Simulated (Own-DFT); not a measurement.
# Computed records: Hf32O63 (monoclinic hafnia with one vacancy, atoms displaced)

All values are calculated (Own-DFT development build). A calculation, not a measurement: plane-wave density functional theory by an unreviewed code, no spin, of a simulated periodic cell, stress positive in tension, run twice, with PBE and with PBEsol, both on files made for PBE, so the change isn't that of files made for PBEsol, defect cell not probed for a lower state with spin; hafnium file: forces about 75 meV/angstrom off all-electron values; oxygen file: force components 24 meV/angstrom off all-electron in one glass; forces on such cells passed a denser k mesh, this cell's mesh not checked; the far tail of each file's local potential was reset to the Coulomb form; each entry is a single point on an unrelaxed cell, so the pressure reflects the starting lattice, mostly measured values (interpolated for alloys), from which strain is counted, and rises with the displacements; printed positions are rounded, which can move forces by about a meV/angstrom; the program, named Own-DFT, is a retired in-house code; no spin-orbit coupling; stress was not checked against mesh or cutoff.

Common to all runs: functional PBE, then PBEsol; potential files PseudoDojo norm-conserving, scalar-relativistic, standard set; wave cutoff 72 hartree; occupations Fermi-Dirac; smearing width 0.1 eV; k mesh 2 x 2 x 2 centred on Gamma.

(1) 
```cif
# cell vector a (Å): 10.2340 0.0000 0.0000
# cell vector b (Å): 0.0000 10.3500 0.0000
# cell vector c (Å): -1.6955 0.0000 10.4453
data_Hf32O63
_symmetry_space_group_name_H-M 'P 1'
_symmetry_Int_Tables_number 1
_cell_length_a 10.2340
_cell_length_b 10.3500
_cell_length_c 10.5820
_cell_angle_alpha 90.000
_cell_angle_beta 99.220
_cell_angle_gamma 90.000
_cell_volume 1106.39
loop_
_atom_site_label
_atom_site_type_symbol
_atom_site_fract_x
_atom_site_fract_y
_atom_site_fract_z
_atom_site_occupancy
Hf1 Hf 0.14563 0.01546 0.10824 1
Hf2 Hf 0.35800 0.28170 0.14846 1
Hf3 Hf 0.35196 0.47983 0.38074 1
Hf4 Hf 0.14297 0.22197 0.35003 1
O1 O 0.04302 0.17084 0.17018 1
O2 O 0.46775 0.40896 0.07248 1
O3 O 0.45637 0.33263 0.31629 1
O4 O 0.03196 0.06968 0.42082 1
O5 O 0.22175 0.37672 0.24491 1
O6 O 0.27102 0.12525 0.01757 1
O7 O 0.27303 0.10738 0.25247 1
O8 O 0.22000 0.37013 0.50147 1
Hf5 Hf 0.14008 0.02263 0.60847 1
Hf6 Hf 0.36378 0.26611 0.65993 1
Hf7 Hf 0.35749 0.49709 0.88953 1
Hf8 Hf 0.13019 0.24452 0.85082 1
O9 O 0.03427 0.15296 0.68073 1
O10 O 0.46693 0.41490 0.56640 1
O11 O 0.46366 0.33927 0.82641 1
O12 O 0.02971 0.08821 0.93008 1
O13 O 0.22893 0.37990 0.73920 1
O14 O 0.27573 0.12953 0.51060 1
O15 O 0.27459 0.11848 0.75994 1
O16 O 0.22562 0.37050 0.99123 1
Hf9 Hf 0.14383 0.51353 0.10164 1
Hf10 Hf 0.35311 0.75721 0.15121 1
Hf11 Hf 0.35225 0.98614 0.40149 1
Hf12 Hf 0.14100 0.73128 0.35259 1
O17 O 0.03375 0.67261 0.18981 1
O18 O 0.45893 0.92529 0.08540 1
O19 O 0.47968 0.83028 0.33462 1
O20 O 0.03017 0.57518 0.44064 1
O21 O 0.20950 0.87945 0.23647 1
O22 O 0.26254 0.64775 0.00902 1
O23 O 0.26337 0.62927 0.26809 1
O24 O 0.20399 0.86742 0.48488 1
Hf13 Hf 0.13580 0.51107 0.61663 1
Hf14 Hf 0.36683 0.76688 0.65019 1
Hf15 Hf 0.35789 0.98269 0.89762 1
Hf16 Hf 0.13406 0.73134 0.85426 1
O25 O 0.03939 0.66986 0.66918 1
O26 O 0.45469 0.92195 0.58244 1
O27 O 0.46653 0.83591 0.82081 1
O28 O 0.03321 0.59348 0.93248 1
O29 O 0.22436 0.88768 0.73836 1
O30 O 0.27036 0.62114 0.52337 1
O31 O 0.26506 0.63348 0.77324 1
O32 O 0.22213 0.87670 0.01152 1
Hf17 Hf 0.62470 0.02707 0.10995 1
Hf18 Hf 0.86360 0.26598 0.14632 1
Hf19 Hf 0.84964 0.48594 0.39660 1
Hf20 Hf 0.64244 0.22106 0.34203 1
O33 O 0.53029 0.17651 0.17685 1
O34 O 0.96830 0.41606 0.08498 1
O35 O 0.96530 0.34148 0.33235 1
O36 O 0.52769 0.09100 0.41510 1
O37 O 0.71858 0.38591 0.23362 1
O38 O 0.76755 0.13141 0.00009 1
O39 O 0.77879 0.13323 0.26746 1
O40 O 0.72152 0.35790 0.48943 1
Hf21 Hf 0.62530 0.01622 0.60088 1
Hf22 Hf 0.84922 0.27796 0.65968 1
Hf23 Hf 0.84795 0.47005 0.88671 1
Hf24 Hf 0.63561 0.21341 0.85586 1
O41 O 0.52937 0.16483 0.67391 1
O42 O 0.96196 0.42083 0.57740 1
O43 O 0.94762 0.32941 0.83280 1
O44 O 0.55347 0.07948 0.92521 1
O45 O 0.73994 0.38461 0.74608 1
O46 O 0.76962 0.13494 0.50335 1
O47 O 0.72604 0.36943 0.98999 1
Hf25 Hf 0.63728 0.51843 0.10428 1
Hf26 Hf 0.85664 0.77144 0.14942 1
Hf27 Hf 0.85310 0.97293 0.39957 1
Hf28 Hf 0.63511 0.72181 0.37027 1
O48 O 0.54009 0.65055 0.16902 1
O49 O 0.95788 0.91327 0.08577 1
O50 O 0.96339 0.84033 0.31335 1
O51 O 0.53615 0.59735 0.42259 1
O52 O 0.72917 0.86890 0.23073 1
O53 O 0.76603 0.61821 0.01168 1
O54 O 0.78780 0.62707 0.27412 1
O55 O 0.72577 0.86352 0.49545 1
Hf29 Hf 0.63961 0.53462 0.60990 1
Hf30 Hf 0.87421 0.77393 0.64264 1
Hf31 Hf 0.87509 0.97524 0.90040 1
Hf32 Hf 0.63325 0.74325 0.85114 1
O56 O 0.53244 0.67009 0.66747 1
O57 O 0.96814 0.93144 0.57953 1
O58 O 0.96956 0.84200 0.82449 1
O59 O 0.52039 0.58403 0.92970 1
O60 O 0.72609 0.88536 0.74094 1
O61 O 0.77671 0.63935 0.50565 1
O62 O 0.78363 0.60618 0.76299 1
O63 O 0.71706 0.85765 0.99493 1
_calc_PBE_pressure 8.95  # GPa
_calc_PBE_stress_xx -8.29  # GPa
_calc_PBE_stress_yy -9.67  # GPa
_calc_PBE_stress_zz -8.89  # GPa
_calc_PBE_stress_yz -0.49  # GPa
_calc_PBE_stress_xz -0.24  # GPa
_calc_PBE_stress_xy 2.29  # GPa
_calc_PBEsol_pressure 2.54  # GPa
_calc_PBEsol_stress_xx -1.88  # GPa
_calc_PBEsol_stress_yy -3.31  # GPa
_calc_PBEsol_stress_zz -2.42  # GPa
_calc_PBEsol_stress_yz -0.47  # GPa
_calc_PBEsol_stress_xz 0.13  # GPa
_calc_PBEsol_stress_xy 2.21  # GPa
_calc_rms_change_of_force_components_from_PBE_to_PBEsol 0.068  # eV/angstrom
```

Force:
| force element | PBE force x (eV/Å) | PBE force y (eV/Å) | PBE force z (eV/Å) | PBEsol force x (eV/Å) | PBEsol force y (eV/Å) | PBEsol force z (eV/Å) |
| --- | --- | --- | --- | --- | --- | --- |
| Hf | -2.732 | 1.252 | -0.279 | -2.615 | 1.258 | -0.272 |
| Hf | 1.027 | -2.091 | -1.727 | 1.037 | -1.981 | -1.655 |
| Hf | 1.139 | -1.284 | 5.389 | 1.095 | -1.328 | 5.293 |
| Hf | -3.531 | 0.752 | 1.535 | -3.455 | 0.696 | 1.455 |
| O | -0.835 | 0.251 | 0.3 | -0.807 | 0.261 | 0.362 |
| O | -1.339 | 0.265 | -0.283 | -1.33 | 0.272 | -0.286 |
| O | 0.154 | 1.496 | 1.623 | 0.1 | 1.461 | 1.503 |
| O | 1.158 | 1.934 | -0.633 | 1.136 | 1.857 | -0.557 |
| O | -0.345 | 0.728 | -0.707 | -0.261 | 0.714 | -0.698 |
| O | 1.29 | 0.953 | -1.73 | 1.199 | 0.891 | -1.67 |
| O | 0.672 | 1.483 | 1.712 | 0.572 | 1.439 | 1.68 |
| O | 0.825 | -0.662 | -1.513 | 0.855 | -0.626 | -1.469 |
| Hf | -0.153 | 0.083 | -1.75 | -0.155 | 0.108 | -1.722 |
| Hf | 0.724 | 2.075 | -2.833 | 0.706 | 2.075 | -2.721 |
| Hf | 0.909 | -3.332 | 1.82 | 0.907 | -3.289 | 1.806 |
| Hf | -0.316 | -3.21 | 0.607 | -0.306 | -3.183 | 0.566 |
| O | -1.256 | 2.567 | 0.911 | -1.172 | 2.512 | 0.94 |
| O | 0.307 | 0.447 | 0.616 | 0.287 | 0.478 | 0.564 |
| O | 0.248 | 0.032 | 0.215 | 0.209 | -0.001 | 0.141 |
| O | 0.88 | 0.789 | -0.69 | 0.847 | 0.725 | -0.639 |
| O | -1.197 | -0.509 | 2.084 | -1.132 | -0.508 | 2.031 |
| O | 0.192 | -0.422 | -0.377 | 0.136 | -0.459 | -0.392 |
| O | 0.544 | 1.042 | 1.187 | 0.488 | 1.015 | 1.138 |
| O | -0.541 | 1.293 | -0.29 | -0.496 | 1.278 | -0.259 |
| Hf | -4.778 | 1.588 | -0.009 | -4.686 | 1.57 | -0.055 |
| Hf | 2.475 | 3.265 | 1.061 | 2.356 | 3.229 | 1.036 |
| Hf | 0.903 | -1.485 | -1.225 | 0.864 | -1.44 | -1.169 |
| Hf | -4.926 | -0.083 | 2.305 | -4.808 | -0.086 | 2.191 |
| O | 0.902 | -2.377 | -2.365 | 0.895 | -2.259 | -2.236 |
| O | -0.306 | -0.824 | -0.555 | -0.28 | -0.756 | -0.607 |
| O | -3.462 | 1.8 | -0.589 | -3.368 | 1.709 | -0.597 |
| O | 0.973 | 1.675 | -1.492 | 0.93 | 1.581 | -1.397 |
| O | 2.084 | -1.659 | 2.1 | 2.069 | -1.633 | 2.034 |
| O | 1.295 | -2.432 | 0.604 | 1.209 | -2.368 | 0.593 |
| O | 3.225 | -1.936 | -1.795 | 3.111 | -1.876 | -1.77 |
| O | 2.177 | 1.137 | 1.31 | 2.171 | 1.138 | 1.255 |
| Hf | -0.61 | 1.354 | -4.058 | -0.591 | 1.361 | -4.027 |
| Hf | -3.315 | 0.5 | -2.133 | -3.22 | 0.536 | -2.046 |
| Hf | -0.42 | 0.142 | 0.933 | -0.442 | 0.113 | 0.923 |
| Hf | -1.605 | 1.145 | 1.147 | -1.566 | 1.031 | 1.107 |
| O | -0.753 | 0.76 | 1.045 | -0.745 | 0.76 | 1.075 |
| O | -0.416 | -0.432 | -0.257 | -0.389 | -0.404 | -0.285 |
| O | -1.128 | 0.931 | 1.19 | -1.09 | 0.87 | 1.108 |
| O | -0.187 | -0.915 | -0.844 | -0.114 | -0.897 | -0.791 |
| O | 0.492 | -1.285 | 1.584 | 0.537 | -1.238 | 1.545 |
| O | 1.241 | 0.692 | -0.344 | 1.15 | 0.673 | -0.33 |
| O | 1.899 | -0.742 | -1.38 | 1.804 | -0.729 | -1.326 |
| O | 1.326 | -1.363 | -3.546 | 1.353 | -1.314 | -3.427 |
| Hf | 1.925 | -1.809 | 0.019 | 1.847 | -1.73 | -0.044 |
| Hf | 0.881 | 1.809 | 0.239 | 0.865 | 1.834 | 0.259 |
| Hf | 2.75 | -2.114 | 0.249 | 2.713 | -2.081 | 0.264 |
| Hf | -1.274 | 3.67 | 4.036 | -1.23 | 3.539 | 3.935 |
| O | 0.332 | -1.781 | -2.068 | 0.342 | -1.741 | -1.953 |
| O | 0.772 | 0.157 | -0.681 | 0.768 | 0.141 | -0.697 |
| O | 0.437 | -1.485 | -0.858 | 0.409 | -1.465 | -0.893 |
| O | -0.828 | -1.475 | 0.831 | -0.803 | -1.457 | 0.852 |
| O | 0.362 | -1.284 | 0.98 | 0.4 | -1.264 | 0.943 |
| O | 1.535 | -0.68 | 1.818 | 1.415 | -0.635 | 1.752 |
| O | 0.983 | -2.44 | -1.847 | 0.88 | -2.352 | -1.792 |
| O | -0.26 | 2.281 | 0.452 | -0.165 | 2.217 | 0.448 |
| Hf | 2.296 | 1.655 | -0.295 | 2.161 | 1.588 | -0.375 |
| Hf | 2.288 | -2.925 | -5.455 | 2.281 | -2.669 | -5.362 |
| Hf | 0.893 | 3.509 | 6.605 | 0.82 | 3.379 | 6.451 |
| Hf | 1.706 | 4.215 | -0.831 | 1.548 | 4.114 | -0.709 |
| O | 0.852 | -0.945 | 0.15 | 0.824 | -0.928 | 0.199 |
| O | -1.368 | -1.598 | 2.253 | -1.332 | -1.524 | 2.159 |
| O | 4.055 | -1.705 | 0.48 | 3.943 | -1.669 | 0.389 |
| O | -4.932 | -3.333 | 0.196 | -4.786 | -3.245 | 0.251 |
| O | -4.935 | -0.432 | -2.276 | -4.702 | -0.425 | -2.218 |
| O | -0.251 | -1.939 | 1.571 | -0.315 | -1.894 | 1.495 |
| O | -0.335 | -0.926 | -0.751 | -0.247 | -0.897 | -0.75 |
| Hf | 1.615 | -1.025 | -0.59 | 1.578 | -0.963 | -0.599 |
| Hf | 0.695 | -2.352 | -0.81 | 0.667 | -2.221 | -0.731 |
| Hf | 2.255 | 0.811 | -1.046 | 2.24 | 0.765 | -0.993 |
| Hf | 4.208 | 3.644 | -5.202 | 4.134 | 3.535 | -5.089 |
| O | -3.256 | 2.859 | 1.59 | -3.164 | 2.778 | 1.573 |
| O | 1.15 | 1.65 | -2.001 | 1.111 | 1.605 | -2.006 |
| O | -0.149 | 0.674 | 2.807 | -0.164 | 0.631 | 2.684 |
| O | -3.886 | -4.911 | 1.898 | -3.761 | -4.793 | 1.905 |
| O | -2.73 | 3.155 | 1.735 | -2.577 | 3.078 | 1.686 |
| O | 0.536 | 0.717 | -0.729 | 0.443 | 0.675 | -0.705 |
| O | -1.201 | 0.015 | -1.074 | -1.221 | 0.011 | -1.016 |
| O | -0.21 | 1.323 | 0.422 | -0.131 | 1.282 | 0.408 |
| Hf | -0.13 | -3.653 | -2.043 | -0.127 | -3.502 | -2.024 |
| Hf | -0.333 | 0.713 | 0.195 | -0.311 | 0.749 | 0.201 |
| Hf | -2.31 | 1.084 | 1.433 | -2.17 | 0.94 | 1.525 |
| Hf | 2.21 | -1.87 | 2.253 | 2.153 | -1.809 | 2.193 |
| O | 0.539 | 0.225 | 0.775 | 0.526 | 0.237 | 0.786 |
| O | -2.272 | -2.671 | 0.375 | -2.221 | -2.61 | 0.313 |
| O | 0.356 | -0.98 | -0.747 | 0.332 | -0.97 | -0.777 |
| O | 1.582 | 2.103 | -1.759 | 1.514 | 2.005 | -1.672 |
| O | -0.116 | -0.64 | -0.013 | -0.084 | -0.645 | -0.015 |
| O | -0.172 | -1.509 | 2.85 | -0.238 | -1.472 | 2.772 |
| O | -1.159 | 3.513 | -1.772 | -1.2 | 3.373 | -1.74 |
| O | -0.013 | 1.306 | -1.239 | 0.038 | 1.25 | -1.224 |

(2) 
```cif
# cell vector a (Å): 10.2340 0.0000 0.0000
# cell vector b (Å): 0.0000 10.3500 0.0000
# cell vector c (Å): -1.6955 0.0000 10.4453
data_Hf32O63
_symmetry_space_group_name_H-M 'P 1'
_symmetry_Int_Tables_number 1
_cell_length_a 10.2340
_cell_length_b 10.3500
_cell_length_c 10.5820
_cell_angle_alpha 90.000
_cell_angle_beta 99.220
_cell_angle_gamma 90.000
_cell_volume 1106.39
loop_
_atom_site_label
_atom_site_type_symbol
_atom_site_fract_x
_atom_site_fract_y
_atom_site_fract_z
_atom_site_occupancy
Hf1 Hf 0.14535 0.00817 0.10774 1
Hf2 Hf 0.35291 0.27427 0.14339 1
Hf3 Hf 0.37007 0.46186 0.40138 1
Hf4 Hf 0.14440 0.23314 0.34378 1
O1 O 0.03171 0.16243 0.15715 1
O2 O 0.46891 0.41059 0.09352 1
O3 O 0.46327 0.34215 0.32928 1
O4 O 0.23433 0.36860 0.23359 1
O5 O 0.27537 0.13186 0.01407 1
O6 O 0.26272 0.12277 0.26461 1
O7 O 0.22284 0.37376 0.47976 1
Hf5 Hf 0.13502 0.02099 0.60540 1
Hf6 Hf 0.37976 0.26439 0.64934 1
Hf7 Hf 0.35890 0.47314 0.89843 1
Hf8 Hf 0.14105 0.22330 0.85442 1
O8 O 0.03125 0.15704 0.68146 1
O9 O 0.45871 0.40908 0.57483 1
O10 O 0.45320 0.34049 0.83368 1
O11 O 0.04489 0.08942 0.93388 1
O12 O 0.22239 0.38649 0.73845 1
O13 O 0.28375 0.11943 0.51180 1
O14 O 0.28245 0.11196 0.76163 1
O15 O 0.21012 0.37732 0.99411 1
Hf9 Hf 0.15087 0.53160 0.11900 1
Hf10 Hf 0.36576 0.75959 0.15115 1
Hf11 Hf 0.35591 0.98458 0.38965 1
Hf12 Hf 0.12913 0.72045 0.34991 1
O16 O 0.03846 0.66896 0.18308 1
O17 O 0.46315 0.91935 0.07965 1
O18 O 0.45663 0.84182 0.33583 1
O19 O 0.03989 0.58820 0.41305 1
O20 O 0.22548 0.88555 0.23006 1
O21 O 0.28080 0.63089 0.02392 1
O22 O 0.26622 0.62966 0.25452 1
O23 O 0.23284 0.87546 0.48555 1
Hf13 Hf 0.13551 0.51285 0.60522 1
Hf14 Hf 0.34202 0.77131 0.64680 1
Hf15 Hf 0.36442 0.97771 0.90520 1
Hf16 Hf 0.14128 0.72946 0.86842 1
O24 O 0.03288 0.66912 0.66237 1
O25 O 0.45775 0.92128 0.57115 1
O26 O 0.47464 0.84341 0.82721 1
O27 O 0.04587 0.56440 0.92109 1
O28 O 0.21537 0.87157 0.72511 1
O29 O 0.26765 0.62720 0.51088 1
O30 O 0.26888 0.61894 0.75387 1
O31 O 0.23145 0.88166 0.99962 1
Hf17 Hf 0.62027 0.01586 0.09486 1
Hf18 Hf 0.85473 0.26658 0.15610 1
Hf19 Hf 0.87577 0.48331 0.39765 1
Hf20 Hf 0.63352 0.23305 0.36763 1
O32 O 0.53620 0.15927 0.17612 1
O33 O 0.96015 0.42806 0.07223 1
O34 O 0.96152 0.33539 0.33271 1
O35 O 0.53454 0.08005 0.42026 1
O36 O 0.71483 0.38529 0.23980 1
O37 O 0.77292 0.12319 0.00440 1
O38 O 0.77314 0.10550 0.25880 1
O39 O 0.72884 0.38024 0.50059 1
Hf21 Hf 0.63901 0.01648 0.60274 1
Hf22 Hf 0.87121 0.27150 0.64495 1
Hf23 Hf 0.85818 0.46765 0.90299 1
Hf24 Hf 0.63458 0.23283 0.87103 1
O40 O 0.53937 0.15646 0.67733 1
O41 O 0.95158 0.41759 0.56813 1
O42 O 0.96086 0.32684 0.83650 1
O43 O 0.54349 0.08015 0.92309 1
O44 O 0.71529 0.37629 0.73401 1
O45 O 0.77068 0.12346 0.50305 1
O46 O 0.77545 0.11801 0.76569 1
O47 O 0.72475 0.37351 0.98615 1
Hf25 Hf 0.65212 0.53299 0.10373 1
Hf26 Hf 0.86227 0.77309 0.14428 1
Hf27 Hf 0.86813 0.99138 0.39214 1
Hf28 Hf 0.64035 0.73365 0.35394 1
O48 O 0.54606 0.67733 0.17870 1
O49 O 0.97384 0.91120 0.07778 1
O50 O 0.95403 0.82936 0.31382 1
O51 O 0.53686 0.56415 0.43000 1
O52 O 0.72944 0.87592 0.23556 1
O53 O 0.77951 0.62406 0.02098 1
O54 O 0.78740 0.60816 0.26565 1
O55 O 0.73518 0.87869 0.49827 1
Hf29 Hf 0.62314 0.53053 0.59345 1
Hf30 Hf 0.85617 0.76932 0.63390 1
Hf31 Hf 0.86431 0.98678 0.88237 1
Hf32 Hf 0.63443 0.73732 0.85636 1
O56 O 0.53085 0.67033 0.68298 1
O57 O 0.97308 0.90850 0.58927 1
O58 O 0.95853 0.84855 0.82048 1
O59 O 0.54331 0.58853 0.92028 1
O60 O 0.70785 0.86340 0.72890 1
O61 O 0.77954 0.62117 0.50417 1
O62 O 0.79095 0.62319 0.76382 1
O63 O 0.73328 0.87028 0.98992 1
_calc_PBE_pressure 8.86  # GPa
_calc_PBE_stress_xx -8.54  # GPa
_calc_PBE_stress_yy -8.39  # GPa
_calc_PBE_stress_zz -9.66  # GPa
_calc_PBE_stress_yz -0.04  # GPa
_calc_PBE_stress_xz -0.59  # GPa
_calc_PBE_stress_xy 0.03  # GPa
_calc_PBEsol_pressure 2.45  # GPa
_calc_PBEsol_stress_xx -2.14  # GPa
_calc_PBEsol_stress_yy -2  # GPa
_calc_PBEsol_stress_zz -3.22  # GPa
_calc_PBEsol_stress_yz -0.03  # GPa
_calc_PBEsol_stress_xz -0.29  # GPa
_calc_PBEsol_stress_xy -0.03  # GPa
_calc_rms_change_of_force_components_from_PBE_to_PBEsol 0.068  # eV/angstrom
```

Force:
| force element | PBE force x (eV/Å) | PBE force y (eV/Å) | PBE force z (eV/Å) | PBEsol force x (eV/Å) | PBEsol force y (eV/Å) | PBEsol force z (eV/Å) |
| --- | --- | --- | --- | --- | --- | --- |
| Hf | -2.872 | 3.438 | -0.859 | -2.796 | 3.388 | -0.866 |
| Hf | 2.887 | -1.779 | -1.342 | 2.805 | -1.66 | -1.3 |
| Hf | -3.768 | 4.332 | 0 | -3.661 | 4.153 | 0.062 |
| Hf | -2.733 | -0.702 | 1.468 | -2.525 | -0.592 | 1.327 |
| O | -1.039 | 1.626 | 2.198 | -1.004 | 1.603 | 2.193 |
| O | -0.114 | 1.289 | -1.972 | -0.162 | 1.221 | -1.963 |
| O | 2.583 | -3.868 | -1.043 | 2.516 | -3.786 | -1.04 |
| O | -2.52 | 2.641 | 1.436 | -2.406 | 2.547 | 1.42 |
| O | 1.232 | 0.051 | -0.335 | 1.138 | 0.043 | -0.325 |
| O | 1.78 | -0.045 | -1.132 | 1.664 | -0.03 | -1.098 |
| O | -0.8 | -1.049 | 0.479 | -0.715 | -1.011 | 0.432 |
| Hf | 0.847 | -0.719 | -0.955 | 0.877 | -0.758 | -0.777 |
| Hf | -2.497 | -1.864 | -0.084 | -2.407 | -1.799 | -0.057 |
| Hf | -0.909 | 2.569 | 0.895 | -0.909 | 2.443 | 0.867 |
| Hf | -0.786 | 0.785 | 1.147 | -0.797 | 0.697 | 1.132 |
| O | 0.537 | 0.296 | -0.347 | 0.547 | 0.301 | -0.289 |
| O | 1.024 | 0.309 | 0.818 | 0.989 | 0.311 | 0.723 |
| O | 2.294 | -2.643 | -0.598 | 2.222 | -2.582 | -0.627 |
| O | -0.966 | -0.749 | -1.821 | -0.923 | -0.731 | -1.762 |
| O | 0.137 | -1.731 | 0.272 | 0.191 | -1.649 | 0.276 |
| O | -1.123 | 2.377 | 0.401 | -1.124 | 2.292 | 0.391 |
| O | -0.426 | 0.802 | 0.377 | -0.481 | 0.781 | 0.378 |
| O | 1.936 | -0.658 | -0.586 | 1.96 | -0.633 | -0.562 |
| Hf | -3.496 | -3.247 | -3.577 | -3.377 | -3.127 | -3.542 |
| Hf | 0.066 | 3.196 | 1.304 | 0.024 | 3.162 | 1.292 |
| Hf | -0.27 | -0.591 | 1.871 | -0.278 | -0.635 | 1.878 |
| Hf | 2.202 | 5.097 | 2.122 | 2.142 | 4.896 | 2.018 |
| O | -0.564 | -1.037 | -2.868 | -0.525 | -0.998 | -2.72 |
| O | -1.681 | -1.971 | 0.236 | -1.634 | -1.888 | 0.157 |
| O | 2.86 | -3.321 | -1.282 | 2.782 | -3.237 | -1.298 |
| O | -1.905 | -3.053 | 1.738 | -1.873 | -2.992 | 1.723 |
| O | 0.983 | -2.613 | 2.236 | 1.031 | -2.538 | 2.157 |
| O | 0.308 | -0.008 | -1.848 | 0.211 | -0.002 | -1.763 |
| O | 2.4 | -0.91 | 2.069 | 2.253 | -0.856 | 1.95 |
| O | -1.9 | -0.94 | -0.456 | -1.765 | -0.909 | -0.401 |
| Hf | 0.042 | 2.299 | 0.051 | 0.082 | 2.324 | 0.044 |
| Hf | 3.559 | -0.154 | -2.112 | 3.435 | -0.115 | -2.066 |
| Hf | 0.22 | 0.563 | -2.578 | 0.232 | 0.519 | -2.482 |
| Hf | -2.624 | -0.931 | -3.056 | -2.539 | -0.976 | -3.03 |
| O | 0.661 | -0.863 | 0.675 | 0.651 | -0.846 | 0.682 |
| O | 0.827 | -0.42 | 1.112 | 0.808 | -0.366 | 1.028 |
| O | -2.734 | 1.019 | 0.404 | -2.665 | 0.982 | 0.378 |
| O | 1.229 | 3.161 | 0.009 | 1.226 | 3.105 | 0.089 |
| O | -0.797 | 0.498 | 3.063 | -0.733 | 0.478 | 2.943 |
| O | 0.54 | -0.124 | 0.15 | 0.432 | -0.112 | 0.177 |
| O | 0.115 | 0.231 | 2.422 | 0.044 | 0.236 | 2.344 |
| O | 0.176 | -2.801 | -2.38 | 0.223 | -2.714 | -2.301 |
| Hf | 4.876 | 0.868 | 2.966 | 4.738 | 0.914 | 2.866 |
| Hf | 1.307 | -0.196 | -1.441 | 1.283 | -0.156 | -1.395 |
| Hf | -3.405 | -0.284 | -1.244 | -3.341 | -0.313 | -1.2 |
| Hf | 1.189 | -0.183 | -1.788 | 1.16 | -0.243 | -1.771 |
| O | -0.98 | 1.19 | 0.446 | -0.929 | 1.15 | 0.466 |
| O | 0.107 | -1.551 | 3.253 | 0.082 | -1.494 | 3.086 |
| O | 1.477 | -2.042 | -1.376 | 1.432 | -1.98 | -1.399 |
| O | 0.183 | 1.171 | 0.025 | 0.192 | 1.147 | 0.081 |
| O | 0.719 | -1.572 | 0.21 | 0.773 | -1.528 | 0.186 |
| O | -0.061 | 1.663 | 1.353 | -0.129 | 1.64 | 1.293 |
| O | 0.214 | 2.584 | -0.303 | 0.187 | 2.51 | -0.26 |
| O | -1.063 | -2.037 | -1.754 | -0.99 | -1.988 | -1.707 |
| Hf | -1.298 | -1.51 | 0.379 | -1.277 | -1.466 | 0.341 |
| Hf | -3.197 | 0.383 | 1.099 | -3.131 | 0.44 | 1.109 |
| Hf | 1.522 | 2.752 | -3.146 | 1.501 | 2.637 | -3.034 |
| Hf | 2.442 | -0.092 | -2.753 | 2.439 | -0.155 | -2.703 |
| O | -0.912 | 1.678 | 0.708 | -0.915 | 1.668 | 0.718 |
| O | 3.236 | 0.167 | 2.46 | 3.143 | 0.178 | 2.346 |
| O | 0.794 | -0.858 | -1.597 | 0.771 | -0.837 | -1.608 |
| O | -2.529 | -0.31 | -0.824 | -2.463 | -0.318 | -0.729 |
| O | 0.032 | -0.553 | 0.942 | 0.103 | -0.563 | 0.937 |
| O | 0.911 | 1.319 | 1.025 | 0.823 | 1.254 | 0.974 |
| O | -0.371 | 0.913 | -1.682 | -0.403 | 0.871 | -1.616 |
| O | -1.585 | -0.784 | 1.851 | -1.483 | -0.761 | 1.798 |
| Hf | -2.009 | -2.529 | 1.154 | -1.91 | -2.437 | 1.127 |
| Hf | 0.175 | 0.646 | -1.228 | 0.171 | 0.689 | -1.162 |
| Hf | 0.12 | -2.018 | 0.638 | -0.121 | -2.084 | 0.591 |
| Hf | 0.863 | 0.734 | 0.566 | 0.876 | 0.685 | 0.487 |
| O | -0.35 | -0.534 | -0.275 | -0.34 | -0.494 | -0.204 |
| O | -0.191 | -0.28 | -0.499 | -0.182 | -0.26 | -0.493 |
| O | 1.136 | 1.364 | 3.067 | 1.086 | 1.302 | 2.92 |
| O | -0.301 | 3.355 | -4.081 | -0.299 | 3.219 | -3.895 |
| O | -1.913 | -0.732 | 0.694 | -1.796 | -0.739 | 0.686 |
| O | 1.043 | 1.008 | -1.094 | 0.936 | 0.962 | -1.027 |
| O | -1.304 | 2.662 | -1.257 | -1.332 | 2.6 | -1.24 |
| O | -0.5 | -0.964 | -2.643 | -0.424 | -0.929 | -2.562 |
| Hf | 3.414 | -1.282 | 6.055 | 3.336 | -1.247 | 5.864 |
| Hf | 0.392 | -1.455 | 2.852 | 0.37 | -1.375 | 2.815 |
| Hf | -0.267 | -0.369 | 3.302 | -0.269 | -0.394 | 3.252 |
| Hf | 2.546 | -0.934 | -0.961 | 2.471 | -0.932 | -0.985 |
| O | -0.371 | -0.896 | -1.64 | -0.334 | -0.856 | -1.553 |
| O | 0.662 | 1.917 | -2.052 | 0.658 | 1.887 | -2.01 |
| O | 2.369 | -2.454 | 0.087 | 2.285 | -2.382 | 0.048 |
| O | -2.224 | -1.67 | 1.263 | -2.138 | -1.621 | 1.282 |
| O | 0.935 | 1.783 | -0.041 | 0.954 | 1.739 | -0.061 |
| O | -1.227 | 2.009 | 0.023 | -1.251 | 1.963 | 0.015 |
| O | -1.031 | -0.099 | 0.032 | -1.057 | -0.069 | 0.02 |
| O | -0.499 | 0.234 | -0.497 | -0.442 | 0.226 | -0.484 |
